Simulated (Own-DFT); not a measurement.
# Slab less bulk: wurtzite AlN, m plane (10-10)

Calculated, not measured: single-point runs of Own-DFT, a retired in-house plane-wave DFT program that no person has reviewed, on unrelaxed cells, without spin or spin-orbit coupling.

Known weak points (not all hold for every row): some atoms lie very close together; forces not confirmed at this smearing and k mesh; k mesh not checked against a denser one.

Both sets of runs: PBE; PseudoDojo norm-conserving scalar-relativistic files; cutoff 42 hartree; Gaussian smearing of 0.01 eV. The slab has 128 atoms in 16 layers, two equal faces of 62.02 Å² as cut, 15 Å of vacuum, a dipole correction along the normal and a 6 x 3 x 1 mesh. The bulk cell has 128 atoms, the same measured lattice constants and a 3 x 3 x 3 mesh. In the slab only the 32 atoms nearest the faces were moved at random; u is their rms move along one axis. Energies are counted from -174.06 eV for each atom.

| slab run | u (Å) | E (eV, cell) |
|---|---|---|
| 1 | 0.0476 | 20.812 |
| 2 | 0.0504 | 22.063 |
| 3 | 0.0508 | 21.014 |
| 4 | 0.0520 | 21.785 |
| 5 | 0.0524 | 21.910 |
| 6 | 0.0534 | 21.587 |
| 7 | 0.0558 | 21.227 |
| 8 | 0.0558 | 21.493 |
| 9 | 0.0913 | 26.728 |
| 10 | 0.1019 | 29.779 |
| 11 | 0.1020 | 26.844 |
| 12 | 0.1022 | 28.436 |

| bulk run | u (Å) | E (meV/atom) |
|---|---|---|
| 1 | 0.0191 | -2.78 |
| 2 | 0.0199 | -2.11 |
| 3 | 0.0202 | -1.57 |
| 4 | 0.0208 | -0.76 |
| 5 | 0.0933 | 264.90 |
| 6 | 0.0960 | 265.67 |
| 7 | 0.0987 | 310.25 |
| 8 | 0.0992 | 332.06 |
| 9 | 0.1007 | 300.99 |
| 10 | 0.1051 | 333.34 |

Q: what is the energy of the unrelaxed surface?

## Worked answer

Take each set to u = 0 with E = a + b u². Residuals are scaled by 1/(u² + 0.0006 Å²) to tame the large moves. Slab: a = 19.07 ± 0.33 eV. Bulk: a = -14.7 ± 0.7 meV/atom. The excess is 19.07 - 128 x (-0.0147) = 20.96 ± 0.34 eV. Over two faces that is 169 meV/Å², or 2.71 ± 0.04 J/m². Relaxing the faces would lower the energy, and the unlike meshes and the reach from the smallest u down to zero add errors that aren't counted here.
